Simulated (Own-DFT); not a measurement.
# Response to strain: wurtzite GaN, 96 atoms (Ga48N48)

These are calculations, not measurements. The program, named Own-DFT, is a retired in-house plane-wave density functional code that no person has reviewed. Each row is one single-point run on a periodic cell that was not relaxed, without spin or spin-orbit coupling.

Settings of every run: PBE; PseudoDojo norm-conserving scalar-relativistic files (stringent for Ga); cutoff 96 hartree; 3 x 4 x 3 k mesh centred on Gamma; Gaussian smearing of 0.01 eV.

Known limits: forces on such cells passed a denser k mesh, each cell not checked; stress not checked against mesh or cutoff.

Unstrained cell vectors in Å: (12.756, 0.000, 0.000); (-4.784, 8.285, 0.000); (0.000, 0.000, 10.370). The unstrained cell has measured lattice constants (interpolated for alloys), not those of this functional. That, the random moves and any unrelaxed bonds set the pressure at no strain. Each run strains this cell uniformly, with the atoms carried along. Every atom was also moved at random, by a Gaussian of width 0.05 Å on each axis. Strain is the symmetric tensor, in per cent. Stress is positive in tension, and the pressure is minus a third of its trace.

```
run,e_xx (%),e_yy (%),e_zz (%),s_xx (GPa),s_yy (GPa),s_zz (GPa),P (GPa),E (meV/atom)
1,0.00,0.00,-2.00,-8.21,-8.42,-17.62,11.42,27.1
2,0.00,0.00,2.50,-4.64,-6.27,2.97,2.64,6.4
3,0.00,0.00,-1.00,-8.54,-6.17,-11.83,8.85,10.4
4,0.00,0.00,1.00,-6.36,-5.26,-3.05,4.89,0.0
5,0.00,0.00,-1.50,-7.24,-7.71,-15.12,10.03,14.5
6,0.00,0.00,0.50,-6.08,-6.12,-6.17,6.12,7.0
7,0.00,0.00,2.25,-5.67,-5.96,2.61,3.01,6.5
8,0.00,0.00,3.00,-4.63,-4.94,4.63,1.65,3.1
9,0.00,0.00,-0.75,?,?,?,?,?
```

E is the free energy for each atom above the lowest run shown.

## Worked fit

The change of volume is close to e_xx + e_yy + e_zz. A straight line through the runs shown gives P = 7.20 - 190 x (fractional change of volume) GPa, with an error of 6 on the slope and a scatter of 0.29 GPa. The strain isn't the same on all axes and the cell isn't cubic, so the slope belongs to this path and is not the bulk modulus.

## Withheld run

Question: what pressure should run 9 give? Its volume changes by -0.75 %.

The line gives 8.6 GPa. The calculation gave 8.66 GPa.
